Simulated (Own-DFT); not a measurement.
AlN (wurtzite, atoms displaced), AlN (wurtzite, strained, atoms displaced) (calculated)

All values are calculated (Own-DFT development build). A calculation, not a measurement: plane-wave PBE density functional theory by an unreviewed code, no spin, of a simulated periodic cell, stress positive in tension, free energy of the whole cell less one offset for each atom, forces on such cells moved up to 12 meV/angstrom on a denser k mesh; offsets are fitted by least squares, one for each functional and potential file, so energies compare only between cells with the same atoms and settings and are not formation energies; the far tail of each file's local potential was reset to the Coulomb form; each entry is a single point on an unrelaxed cell, so the pressure reflects the starting lattice, mostly measured values (interpolated for alloys), from which strain is counted, and rises with the displacements; printed positions are rounded, which can move forces by about a meV/angstrom; the program, named Own-DFT, is a retired in-house code; no spin-orbit coupling; before rounding, a Quantum ESPRESSO 7.3.1 run of the same cell and cutoff gave forces within 1 meV/angstrom rms on each cell, which checks the program and not the settings.

Common to all runs: functional PBE; potential files PseudoDojo norm-conserving, scalar-relativistic, standard set; wave cutoff 42 hartree; occupations Fermi-Dirac; smearing width 0.1 eV; k mesh 3 x 3 x 2 centred on Gamma.

(1) 
```cif
# cell vector a (Å): 9.3360 0.0000 0.0000
# cell vector b (Å): -4.6680 8.0852 0.0000
# cell vector c (Å): 0.0000 0.0000 9.9640
data_AlN
_symmetry_space_group_name_H-M 'P 1'
_symmetry_Int_Tables_number 1
_cell_length_a 9.3360
_cell_length_b 9.3360
_cell_length_c 9.9640
_cell_angle_alpha 90.000
_cell_angle_beta 90.000
_cell_angle_gamma 120.000
_cell_volume 752.12
loop_
_atom_site_label
_atom_site_type_symbol
_atom_site_fract_x
_atom_site_fract_y
_atom_site_fract_z
_atom_site_occupancy
Al1 Al 0.11343 0.22425 0.00041 1
Al2 Al 0.22491 0.11160 0.24952 1
N1 N 0.10975 0.22072 0.18802 1
N2 N 0.22195 0.11099 0.44224 1
Al3 Al 0.10724 0.22063 0.49942 1
Al4 Al 0.22048 0.11166 0.75008 1
N3 N 0.11451 0.22200 0.69179 1
N4 N 0.22251 0.11156 0.94324 1
Al5 Al 0.11414 0.55767 0.99958 1
Al6 Al 0.22046 0.44165 0.25098 1
N5 N 0.10623 0.55597 0.19198 1
N6 N 0.22310 0.44234 0.43966 1
Al7 Al 0.11186 0.55383 0.49941 1
Al8 Al 0.22397 0.44392 0.74986 1
N7 N 0.11692 0.55997 0.69057 1
N8 N 0.22211 0.44468 0.93819 1
Al9 Al 0.11252 0.89251 0.00360 1
Al10 Al 0.22432 0.77945 0.24900 1
N9 N 0.11092 0.89086 0.19099 1
N10 N 0.22133 0.77362 0.44162 1
Al11 Al 0.10754 0.89211 0.49863 1
Al12 Al 0.21946 0.77544 0.74851 1
N11 N 0.10854 0.88862 0.68951 1
N12 N 0.22381 0.78121 0.93934 1
Al13 Al 0.44613 0.22405 0.99988 1
Al14 Al 0.55166 0.10544 0.25214 1
N13 N 0.44331 0.21865 0.18914 1
N14 N 0.55621 0.11101 0.44071 1
Al15 Al 0.44789 0.22126 0.49569 1
Al16 Al 0.55727 0.11391 0.75245 1
N15 N 0.44382 0.21996 0.68731 1
N16 N 0.55654 0.11196 0.94039 1
Al17 Al 0.44588 0.55646 0.99712 1
Al18 Al 0.55633 0.44901 0.24779 1
N17 N 0.44111 0.55368 0.19036 1
N18 N 0.55654 0.44193 0.44157 1
Al19 Al 0.44508 0.55839 0.49966 1
Al20 Al 0.55489 0.44225 0.74833 1
N19 N 0.44005 0.55307 0.69115 1
N20 N 0.55633 0.44199 0.94373 1
Al21 Al 0.44510 0.89146 0.00255 1
Al22 Al 0.55416 0.77484 0.24783 1
N21 N 0.44705 0.88907 0.18872 1
N22 N 0.56076 0.77976 0.43891 1
Al23 Al 0.44216 0.88549 0.50072 1
Al24 Al 0.55488 0.77928 0.75339 1
N23 N 0.44175 0.88776 0.68885 1
N24 N 0.55597 0.77359 0.94351 1
Al25 Al 0.77622 0.22091 0.00160 1
Al26 Al 0.89093 0.11233 0.25131 1
N25 N 0.77619 0.22096 0.19026 1
N26 N 0.88741 0.11018 0.44118 1
Al27 Al 0.77269 0.22268 0.49915 1
Al28 Al 0.88705 0.11177 0.75497 1
N27 N 0.77944 0.22201 0.69000 1
N28 N 0.88922 0.10802 0.94229 1
Al29 Al 0.77585 0.55365 0.99777 1
Al30 Al 0.89426 0.44849 0.25137 1
N29 N 0.77494 0.55380 0.18894 1
N30 N 0.88711 0.44408 0.44273 1
Al31 Al 0.77743 0.55431 0.50120 1
Al32 Al 0.88672 0.44116 0.75390 1
N31 N 0.77492 0.55662 0.69031 1
N32 N 0.88755 0.44464 0.94184 1
Al33 Al 0.77819 0.88436 0.00142 1
Al34 Al 0.88759 0.77954 0.25230 1
N33 N 0.78087 0.89005 0.19481 1
N34 N 0.89062 0.77821 0.44108 1
Al35 Al 0.77299 0.88702 0.49961 1
Al36 Al 0.88952 0.77518 0.75037 1
N35 N 0.78072 0.89106 0.69524 1
N36 N 0.89340 0.77725 0.94227 1
_calc_free_energy_of_cell_above_offsets '-35.107'  # eV
_calc_pressure 3.76  # GPa
_calc_stress_xx -3.41  # GPa
_calc_stress_yy -3.84  # GPa
_calc_stress_zz -4.04  # GPa
_calc_stress_yz 0.13  # GPa
_calc_stress_xz -0.18  # GPa
_calc_stress_xy -0.73  # GPa
```

Force:
```tsv
element	x (eV/Å)	y (eV/Å)	z (eV/Å)
Al	-0.239	-0.292	-0.303
Al	-0.502	0.071	0.153
N	0.276	0.297	0.641
N	0.046	0.31	-0.565
Al	0.521	0.017	0.426
Al	0.618	-0.413	0.047
N	-1.076	0.135	-0.139
N	0.159	0.291	-0.439
Al	-0.477	-0.007	-0.069
Al	-0.292	0.133	-0.344
N	1.496	0.321	-0.404
N	-0.257	0.172	0.122
Al	-0.238	-0.07	0.256
Al	-0.567	-0.135	-0.217
N	-0.691	-1.27	0.057
N	0.115	0.128	0.571
Al	0.229	-0.376	-0.541
Al	-0.391	-0.175	0.284
N	0.282	-0.302	0.47
N	-0.301	0.69	-0.435
Al	1.03	-0.502	0.356
Al	-0.053	0.861	0.08
N	0.328	0.023	0.104
N	0.121	-0.197	0.46
Al	-0.117	-0.603	0.144
Al	0.399	1.056	-0.452
N	0.123	0.538	0.458
N	-0.14	-0.796	-0.147
Al	-0.919	-0.018	0.597
Al	-0.173	-0.597	-0.701
N	0.061	0.198	0.473
N	-0.017	-0.099	0.156
Al	-0.177	-0.768	0.4
Al	0.387	-1.013	0.346
N	-0.04	0.16	-0.23
N	-0.476	0.623	-0.39
Al	0.413	-0.622	0.106
Al	-0.424	-0.052	0.073
N	0.875	0.699	-0.03
N	-0.505	0.369	-0.871
Al	0.176	-0.348	-0.879
Al	0.355	0.397	0.114
N	-0.308	-0.423	0.548
N	-1.196	-0.591	-0.058
Al	0.09	0.273	-0.093
Al	0.188	-0.196	-0.504
N	0.467	0.345	0.601
N	-0.419	0.898	-0.067
Al	0.441	0.104	0.06
Al	-0.436	-0.064	-0.232
N	0.102	0.167	0.531
N	-0.313	0.157	0.078
Al	1.091	-0.065	0.129
Al	0.799	-0.063	-0.665
N	-0.404	0.073	0.24
N	-0.352	0.292	0.347
Al	0.417	0.441	0.58
Al	-1.495	-0.95	-0.074
N	0.368	0.54	0.305
N	0.406	0.052	-0.196
Al	-0.082	0.344	-0.226
Al	0.283	0.734	-0.805
N	0.654	-0.506	0.354
N	0.514	-0.229	-0.004
Al	0.178	0.442	0.095
Al	0.607	-0.581	-0.321
N	-0.658	-0.218	-0.628
N	-0.736	-0.3	0.122
Al	1.184	0.583	0.655
Al	-0.276	0.565	0.164
N	-0.535	-0.469	-0.522
N	-0.519	-0.191	-0.149
```

(2) 
```cif
# cell vector a (Å): 9.3360 0.0000 0.0000
# cell vector b (Å): -4.6680 8.0852 0.0000
# cell vector c (Å): 0.0000 0.0000 9.9640
data_AlN
_symmetry_space_group_name_H-M 'P 1'
_symmetry_Int_Tables_number 1
_cell_length_a 9.3360
_cell_length_b 9.3360
_cell_length_c 9.9640
_cell_angle_alpha 90.000
_cell_angle_beta 90.000
_cell_angle_gamma 120.000
_cell_volume 752.12
loop_
_atom_site_label
_atom_site_type_symbol
_atom_site_fract_x
_atom_site_fract_y
_atom_site_fract_z
_atom_site_occupancy
Al1 Al 0.11216 0.22608 0.00340 1
Al2 Al 0.22453 0.10690 0.24726 1
N1 N 0.11389 0.22533 0.19368 1
N2 N 0.22111 0.10922 0.44366 1
Al3 Al 0.11165 0.22327 0.49956 1
Al4 Al 0.22603 0.10968 0.75021 1
N3 N 0.11041 0.22262 0.69092 1
N4 N 0.22266 0.11515 0.94436 1
Al5 Al 0.11533 0.55725 0.99580 1
Al6 Al 0.21952 0.44403 0.25314 1
N5 N 0.10844 0.55681 0.18847 1
N6 N 0.22438 0.45084 0.44364 1
Al7 Al 0.11151 0.55703 0.50015 1
Al8 Al 0.22377 0.44985 0.74785 1
N7 N 0.10882 0.55537 0.68969 1
N8 N 0.22246 0.44387 0.94229 1
Al9 Al 0.10919 0.88601 0.00002 1
Al10 Al 0.22342 0.77998 0.24971 1
N9 N 0.11330 0.88728 0.18870 1
N10 N 0.22251 0.77868 0.44481 1
Al11 Al 0.11293 0.88976 0.49866 1
Al12 Al 0.21776 0.77552 0.75164 1
N11 N 0.11151 0.89059 0.69159 1
N12 N 0.22190 0.77606 0.94088 1
Al13 Al 0.44119 0.22332 0.99892 1
Al14 Al 0.55469 0.10899 0.25095 1
N13 N 0.44425 0.22173 0.18918 1
N14 N 0.55788 0.11093 0.44295 1
Al15 Al 0.44625 0.22625 0.50050 1
Al16 Al 0.55573 0.11768 0.75557 1
N15 N 0.45104 0.22504 0.69166 1
N16 N 0.55567 0.10997 0.93993 1
Al17 Al 0.44475 0.55327 0.99854 1
Al18 Al 0.55976 0.44990 0.24878 1
N17 N 0.44282 0.55708 0.19414 1
N18 N 0.55587 0.44191 0.44152 1
Al19 Al 0.44398 0.55363 0.49879 1
Al20 Al 0.55193 0.44673 0.75119 1
N19 N 0.44388 0.55459 0.69050 1
N20 N 0.55415 0.43774 0.94382 1
Al21 Al 0.44586 0.89227 0.99828 1
Al22 Al 0.55672 0.77581 0.24640 1
N21 N 0.44564 0.89101 0.18804 1
N22 N 0.55332 0.77298 0.43874 1
Al23 Al 0.43945 0.88794 0.49962 1
Al24 Al 0.55515 0.78245 0.74923 1
N23 N 0.44156 0.88390 0.69549 1
N24 N 0.55918 0.78116 0.93931 1
Al25 Al 0.78559 0.22931 0.00033 1
Al26 Al 0.89187 0.11498 0.24968 1
N25 N 0.77562 0.22293 0.18996 1
N26 N 0.88642 0.11245 0.43901 1
Al27 Al 0.78198 0.22241 0.49847 1
Al28 Al 0.88665 0.10799 0.74900 1
N27 N 0.77249 0.22101 0.69182 1
N28 N 0.88587 0.11333 0.94036 1
Al29 Al 0.78068 0.55788 0.00132 1
Al30 Al 0.89009 0.44547 0.24988 1
N29 N 0.77829 0.55691 0.19039 1
N30 N 0.88381 0.44176 0.44308 1
Al31 Al 0.77929 0.55574 0.50041 1
Al32 Al 0.88449 0.43739 0.75039 1
N31 N 0.77636 0.55610 0.69166 1
N32 N 0.88800 0.44270 0.93635 1
Al33 Al 0.77861 0.89027 0.00339 1
Al34 Al 0.88488 0.77914 0.24846 1
N33 N 0.77859 0.88824 0.19365 1
N34 N 0.89015 0.77785 0.43956 1
Al35 Al 0.78087 0.88949 0.49730 1
Al36 Al 0.88774 0.77375 0.74501 1
N35 N 0.77831 0.89199 0.68915 1
N36 N 0.88767 0.77748 0.94108 1
_calc_free_energy_of_cell_above_offsets '-34.860'  # eV
_calc_pressure 3.84  # GPa
_calc_stress_xx -3.6  # GPa
_calc_stress_yy -4.73  # GPa
_calc_stress_zz -3.18  # GPa
_calc_stress_yz 0.24  # GPa
_calc_stress_xz 0.09  # GPa
_calc_stress_xy 0.3  # GPa
```

Force:
```tsv
element	x (eV/Å)	y (eV/Å)	z (eV/Å)
Al	-0.219	-0.565	-0.52
Al	-0.42	0.663	0.5
N	0.039	-0.511	-0.04
N	0.129	0.497	-0.675
Al	-0.124	0.01	0.198
Al	-0.755	0.673	0.126
N	0.296	0.103	0.024
N	-0.197	-0.857	-0.519
Al	-0.652	-0.339	0.507
Al	0.124	0.626	-0.245
N	0.543	-0.062	0.292
N	-0.101	-1.031	-0.366
Al	-0.503	-0.15	0.169
Al	0.002	-0.92	0.223
N	-0.202	-0.117	0.282
N	0.148	0.338	-0.509
Al	0.077	0.479	-0.332
Al	0.353	-0.413	0.066
N	-0.821	-0.028	0.396
N	-0.375	-0.251	-1.02
Al	-0.328	-0.092	0.462
Al	0.423	0.23	-0.298
N	0.084	-0.361	-0.181
N	-0.173	0.409	-0.022
Al	1.013	-0.829	0.521
Al	-0.122	0.464	-0.013
N	0.184	0.353	0.427
N	-0.477	-0.072	-0.326
Al	0.48	-0.903	0.029
Al	0.729	-1.351	-0.815
N	-1.276	0.072	-0.096
N	-0.195	0.816	0.764
Al	-0.015	0.534	0.338
Al	-0.423	-1.063	0.2
N	0.258	-0.525	-0.8
N	-0.16	0.723	-0.36
Al	0.306	0.401	0.172
Al	0.853	-0.212	0.119
N	-0.199	0.546	0.048
N	-0.185	1.518	-0.476
Al	0.2	-0.34	-0.1
Al	-0.792	0.508	0.701
N	0.107	-0.486	0.388
N	0.012	0.769	0.134
Al	1.375	0.219	0.666
Al	0.776	-0.569	0.011
N	-0.883	1.053	-0.712
N	-0.125	-0.662	0.522
Al	-1.137	-1.038	-0.036
Al	-0.418	-0.251	-0.083
N	0.567	0.166	0.194
N	1.077	-0.137	-0.007
Al	-1.183	-0.216	0.723
Al	-0.091	0.761	0.2
N	0.883	-0.296	-0.421
N	1.055	-0.235	0.397
Al	-0.125	-0.54	-0.505
Al	-0.394	-0.136	0.201
N	0.19	0.161	0.084
N	0.937	0.601	-0.554
Al	-0.458	-0.08	0.163
Al	-0.141	0.845	-0.575
N	0.117	-0.518	-0.155
N	0.204	0.93	0.831
Al	-0.055	0.176	-0.709
Al	1.383	-0.263	0.288
N	-0.324	0.719	-0.451
N	0.119	-0.029	0.019
Al	-0.872	-0.165	0.196
Al	-0.466	0.899	0.769
N	0.29	-0.777	-0.217
N	0.052	0.128	-0.207
```

(3) 
```cif
# cell vector a (Å): 9.4994 0.0000 0.0000
# cell vector b (Å): -4.7497 8.2267 0.0000
# cell vector c (Å): 0.0000 0.0000 9.9640
data_AlN
_symmetry_space_group_name_H-M 'P 1'
_symmetry_Int_Tables_number 1
_cell_length_a 9.4994
_cell_length_b 9.4994
_cell_length_c 9.9640
_cell_angle_alpha 90.000
_cell_angle_beta 90.000
_cell_angle_gamma 120.000
_cell_volume 778.67
loop_
_atom_site_label
_atom_site_type_symbol
_atom_site_fract_x
_atom_site_fract_y
_atom_site_fract_z
_atom_site_occupancy
Al1 Al 0.11434 0.21884 0.99610 1
Al2 Al 0.21211 0.10384 0.24736 1
N1 N 0.10383 0.20756 0.18986 1
N2 N 0.21964 0.11289 0.44031 1
Al3 Al 0.11670 0.22158 0.50035 1
Al4 Al 0.22608 0.11788 0.74580 1
N3 N 0.12250 0.23444 0.68378 1
N4 N 0.23071 0.11262 0.93728 1
Al5 Al 0.11101 0.55548 0.00381 1
Al6 Al 0.22311 0.43952 0.25253 1
N5 N 0.12512 0.56838 0.19791 1
N6 N 0.21777 0.43720 0.43745 1
Al7 Al 0.11034 0.55445 0.50628 1
Al8 Al 0.21761 0.43623 0.75698 1
N7 N 0.11501 0.54914 0.69539 1
N8 N 0.21872 0.44059 0.93294 1
Al9 Al 0.11550 0.90195 0.99964 1
Al10 Al 0.22456 0.77279 0.24353 1
N9 N 0.10912 0.88464 0.18628 1
N10 N 0.23661 0.77405 0.44791 1
Al11 Al 0.12172 0.89370 0.51051 1
Al12 Al 0.22981 0.77368 0.73916 1
N11 N 0.11808 0.88861 0.69121 1
N12 N 0.23092 0.78226 0.94651 1
Al13 Al 0.44629 0.21767 0.00551 1
Al14 Al 0.55181 0.11485 0.25024 1
N13 N 0.44103 0.22005 0.19144 1
N14 N 0.55766 0.11249 0.44301 1
Al15 Al 0.44443 0.22151 0.50653 1
Al16 Al 0.55499 0.11243 0.75257 1
N15 N 0.44690 0.22872 0.69109 1
N16 N 0.56139 0.11303 0.94187 1
Al17 Al 0.44759 0.55364 0.00041 1
Al18 Al 0.55967 0.44940 0.24571 1
N17 N 0.43350 0.55474 0.17635 1
N18 N 0.55963 0.45392 0.44087 1
Al19 Al 0.45267 0.56143 0.49865 1
Al20 Al 0.55714 0.44035 0.75110 1
N19 N 0.43717 0.55138 0.68814 1
N20 N 0.55783 0.44294 0.93668 1
Al21 Al 0.43816 0.88794 0.00327 1
Al22 Al 0.55703 0.77894 0.25095 1
N21 N 0.43973 0.88833 0.18711 1
N22 N 0.55303 0.77766 0.45004 1
Al23 Al 0.44245 0.88095 0.50085 1
Al24 Al 0.54687 0.77608 0.74238 1
N23 N 0.45193 0.89812 0.69482 1
N24 N 0.54699 0.77438 0.93382 1
Al25 Al 0.77937 0.21329 0.99437 1
Al26 Al 0.89153 0.11457 0.25523 1
N25 N 0.77855 0.22735 0.19563 1
N26 N 0.89317 0.11398 0.44760 1
Al27 Al 0.77485 0.21773 0.49681 1
Al28 Al 0.89778 0.10737 0.75857 1
N27 N 0.77506 0.22081 0.68917 1
N28 N 0.88874 0.10935 0.94027 1
Al29 Al 0.77632 0.55362 0.00160 1
Al30 Al 0.88674 0.44351 0.26012 1
N29 N 0.76933 0.56352 0.19738 1
N30 N 0.88876 0.45558 0.44385 1
Al31 Al 0.78118 0.55472 0.50214 1
Al32 Al 0.87463 0.44027 0.74159 1
N31 N 0.78399 0.55455 0.68677 1
N32 N 0.88963 0.44455 0.93961 1
Al33 Al 0.78471 0.89315 0.99938 1
Al34 Al 0.88269 0.77486 0.25216 1
N33 N 0.77380 0.88354 0.18854 1
N34 N 0.88773 0.77684 0.44773 1
Al35 Al 0.77035 0.88784 0.49959 1
Al36 Al 0.88994 0.77236 0.74731 1
N35 N 0.78106 0.89054 0.69438 1
N36 N 0.89059 0.77498 0.94250 1
_calc_free_energy_of_cell_above_offsets '-30.896'  # eV
_calc_pressure -1.4  # GPa
_calc_stress_xx 4.15  # GPa
_calc_stress_yy 3.72  # GPa
_calc_stress_zz -3.67  # GPa
_calc_stress_yz -0.56  # GPa
_calc_stress_xz 0.2  # GPa
_calc_stress_xy 0.01  # GPa
```

Force:
```tsv
element	x (eV/Å)	y (eV/Å)	z (eV/Å)
Al	-0.226	0.696	0.418
Al	1.271	-0.175	0.656
N	-0.373	1.601	-0.523
N	1.42	-0.695	0.279
Al	-0.941	0.465	-0.549
Al	0.294	-0.529	0.095
N	-0.321	-2.565	1.725
N	-0.904	0.618	0.026
Al	0.09	0.457	-0.761
Al	-0.574	0.132	-0.786
N	-1.065	-3.978	-0.942
N	0.356	0.892	0.583
Al	0.82	-0.444	-0.7
Al	0.332	1.672	-2.291
N	-1.37	0.377	-0.491
N	0.295	-0.408	3.32
Al	0.934	-2.526	-0.614
Al	-0.74	2.293	1.396
N	-0.287	0.124	1.238
N	-2.826	-0.144	-0.82
Al	-0.653	-0.716	-2.501
Al	-0.618	0.077	2.077
N	-0.367	0.321	1.255
N	-1.974	-0.762	-1.215
Al	0.305	0.76	-1.143
Al	0.661	-0.726	0.12
N	-0.427	0.52	0.424
N	-0.656	-0.517	-0.242
Al	-0.087	0.671	-1.799
Al	0.43	0.321	-0.264
N	0.4	-1.073	0.411
N	-0.618	-0.339	0.377
Al	-0.763	0.562	-2.901
Al	-1.828	-0.932	0.793
N	1.348	0.017	3.604
N	0.439	-1.193	-0.239
Al	-1.197	-1.668	0.566
Al	-0.809	1.494	-0.71
N	0.929	0.302	0.362
N	-0.037	-0.326	1.223
Al	1.773	0.112	-1.237
Al	-0.931	-0.302	-0.763
N	1.227	0.844	1.678
N	0.607	0.127	-1.749
Al	0.382	2.255	0.651
Al	1.453	-0.21	1.267
N	-0.539	-0.718	-1.199
N	1.013	0.474	1
Al	-1.028	1.906	0.914
Al	-0.585	-0.745	-0.267
N	0.386	-0.553	-0.339
N	-0.389	-0.487	-0.835
Al	0.264	0.751	0.747
Al	-1.157	0.566	-2.729
N	0.457	-0.251	0.401
N	1.235	0.043	0.828
Al	0.509	0.169	-0.01
Al	0.16	1.127	-1.622
N	2.2	-1.147	-1.215
N	1.63	-1.687	0.369
Al	-1.619	1.033	-0.754
Al	3.13	-0.415	1.583
N	-1.976	0.421	0.683
N	-0.178	-0.405	0.347
Al	-1.135	-1.821	-0.687
Al	0.855	1.071	0.483
N	-0.201	1.055	0.905
N	0.325	0.668	-0.413
Al	1.834	0.559	0.879
Al	-0.214	0.712	0.284
N	-0.026	-0.466	-0.273
N	-0.124	0.656	-0.38
```

(4) 
```cif
# cell vector a (Å): 9.4994 0.0000 0.0000
# cell vector b (Å): -4.7497 8.2267 0.0000
# cell vector c (Å): 0.0000 0.0000 9.9640
data_AlN
_symmetry_space_group_name_H-M 'P 1'
_symmetry_Int_Tables_number 1
_cell_length_a 9.4994
_cell_length_b 9.4994
_cell_length_c 9.9640
_cell_angle_alpha 90.000
_cell_angle_beta 90.000
_cell_angle_gamma 120.000
_cell_volume 778.67
loop_
_atom_site_label
_atom_site_type_symbol
_atom_site_fract_x
_atom_site_fract_y
_atom_site_fract_z
_atom_site_occupancy
Al1 Al 0.12111 0.21958 0.99728 1
Al2 Al 0.23880 0.13089 0.25431 1
N1 N 0.10891 0.23054 0.20703 1
N2 N 0.23361 0.11244 0.43758 1
Al3 Al 0.12190 0.23589 0.49866 1
Al4 Al 0.22307 0.11043 0.75424 1
N3 N 0.10442 0.22457 0.70133 1
N4 N 0.21650 0.10347 0.92554 1
Al5 Al 0.10685 0.56103 0.99228 1
Al6 Al 0.21809 0.44551 0.24524 1
N5 N 0.10191 0.54925 0.19842 1
N6 N 0.22824 0.44095 0.44201 1
Al7 Al 0.12178 0.57400 0.49822 1
Al8 Al 0.21938 0.44410 0.75228 1
N7 N 0.10455 0.55304 0.69158 1
N8 N 0.22021 0.44410 0.93695 1
Al9 Al 0.11580 0.89714 0.00158 1
Al10 Al 0.22409 0.77682 0.25658 1
N9 N 0.12094 0.89518 0.19765 1
N10 N 0.22372 0.78526 0.44752 1
Al11 Al 0.11945 0.88650 0.51193 1
Al12 Al 0.21714 0.77122 0.74561 1
N11 N 0.10499 0.88019 0.69084 1
N12 N 0.22442 0.77714 0.94080 1
Al13 Al 0.45702 0.23459 0.99661 1
Al14 Al 0.56423 0.10918 0.25315 1
N13 N 0.45115 0.22913 0.19386 1
N14 N 0.55927 0.11825 0.43815 1
Al15 Al 0.44102 0.22401 0.50103 1
Al16 Al 0.56063 0.11184 0.74201 1
N15 N 0.44358 0.21659 0.69264 1
N16 N 0.55153 0.10364 0.94030 1
Al17 Al 0.45138 0.55220 0.00270 1
Al18 Al 0.55465 0.43491 0.25568 1
N17 N 0.44338 0.55615 0.19645 1
N18 N 0.54983 0.44057 0.44282 1
Al19 Al 0.43600 0.54965 0.49447 1
Al20 Al 0.54509 0.43664 0.75700 1
N19 N 0.43873 0.55085 0.69284 1
N20 N 0.55416 0.43942 0.94638 1
Al21 Al 0.44575 0.88052 0.99263 1
Al22 Al 0.56011 0.78521 0.24815 1
N21 N 0.44655 0.89276 0.19262 1
N22 N 0.56282 0.78685 0.43811 1
Al23 Al 0.44830 0.89975 0.49613 1
Al24 Al 0.56476 0.77956 0.74777 1
N23 N 0.44470 0.88811 0.69983 1
N24 N 0.55033 0.78565 0.93515 1
Al25 Al 0.77946 0.22997 0.00419 1
Al26 Al 0.88453 0.11105 0.25957 1
N25 N 0.77646 0.22581 0.18748 1
N26 N 0.89170 0.11071 0.44019 1
Al27 Al 0.77684 0.22478 0.49805 1
Al28 Al 0.88563 0.11374 0.74200 1
N27 N 0.77599 0.21977 0.68749 1
N28 N 0.89632 0.11681 0.94039 1
Al29 Al 0.78174 0.56285 0.00656 1
Al30 Al 0.89063 0.43326 0.24788 1
N29 N 0.78075 0.55452 0.19446 1
N30 N 0.89101 0.45281 0.43228 1
Al31 Al 0.77614 0.54622 0.49595 1
Al32 Al 0.88725 0.44207 0.74877 1
N31 N 0.77764 0.55625 0.68766 1
N32 N 0.89643 0.45334 0.93356 1
Al33 Al 0.78146 0.88625 0.00415 1
Al34 Al 0.89192 0.77037 0.25641 1
N33 N 0.77187 0.88761 0.19968 1
N34 N 0.88449 0.78330 0.43544 1
Al35 Al 0.77885 0.88400 0.49778 1
Al36 Al 0.89351 0.77755 0.74935 1
N35 N 0.78331 0.87973 0.68757 1
N36 N 0.88965 0.77499 0.93817 1
_calc_free_energy_of_cell_above_offsets '-29.788'  # eV
_calc_pressure -0.98  # GPa
_calc_stress_xx 3.54  # GPa
_calc_stress_yy 2.98  # GPa
_calc_stress_zz -3.57  # GPa
_calc_stress_yz 0.03  # GPa
_calc_stress_xz 0.82  # GPa
_calc_stress_xy -0.64  # GPa
```

Force:
```tsv
element	x (eV/Å)	y (eV/Å)	z (eV/Å)
Al	-2.105	0.593	0.213
Al	-1.104	-2.009	-0.492
N	1.154	-1.598	-2.116
N	-1.484	-0.338	1.871
Al	-0.288	-2.841	0.759
Al	-0.612	-0.219	-3.701
N	1.601	-0.191	-2.001
N	0.883	1.213	4.77
Al	1.621	-0.394	1.128
Al	0.651	0.822	0.637
N	1.169	1.556	-1.189
N	-2.29	1.942	-0.774
Al	-0.071	-3.052	0.364
Al	-0.062	0.243	-0.533
N	0.704	0.146	-0.751
N	0.736	0.245	1.812
Al	0.713	-1.386	0.435
Al	-0.34	0.478	-1.346
N	-0.696	0.115	-0.793
N	1.393	0.022	-0.668
Al	-2.695	1.3	-2.575
Al	0.649	0.704	1.149
N	0.899	1.205	1.092
N	-0.823	0.359	-0.162
Al	0.156	-3.783	0.916
Al	-1.626	0.209	-1.295
N	0.523	-1.089	-1.224
N	-0.068	-0.06	0.903
Al	0.948	0.172	0.245
Al	-0.748	-0.733	1.64
N	-0.432	0.438	-0.021
N	0.246	1.737	-0.032
Al	-2.188	1.015	-0.053
Al	-0.323	2.295	-0.355
N	0.488	-0.053	-0.591
N	0.571	0.306	0.172
Al	1.781	1.842	0.94
Al	0.878	1.008	-1.702
N	0.415	0.273	-0.227
N	0.438	2.13	-0.71
Al	-2.409	1.849	1.227
Al	-0.705	-1.249	0.433
N	-0.013	-0.668	-0.076
N	-1.297	-0.941	0.802
Al	1.148	-0.871	0.992
Al	-0.789	-0.566	-0.444
N	0.048	-0.03	-1.932
N	3.972	-2.296	0.62
Al	0.678	-1.122	-2.013
Al	0.76	-0.268	-1.942
N	0.675	-1.067	1.087
N	-0.515	0.716	1.859
Al	0.979	0.359	-0.288
Al	0.817	-1.203	1.355
N	-0.132	0.664	-0.221
N	-0.583	-0.662	0.375
Al	0.598	-0.709	-0.773
Al	-1.489	1.632	0.188
N	-0.191	-0.56	-0.141
N	1.264	-1.105	1.443
Al	-1.406	1.691	0.434
Al	-0.685	0.319	-0.757
N	-0.175	-0.927	0.569
N	-1.535	-1.069	1.466
Al	-0.977	1.198	-0.405
Al	-0.292	1.425	-1.253
N	1.769	0.527	-1.466
N	2.359	-1.39	1.878
Al	-0.495	0.785	0.079
Al	-0.661	-1.034	-0.21
N	-1.214	1.366	0.339
N	-0.166	0.581	1.04
```
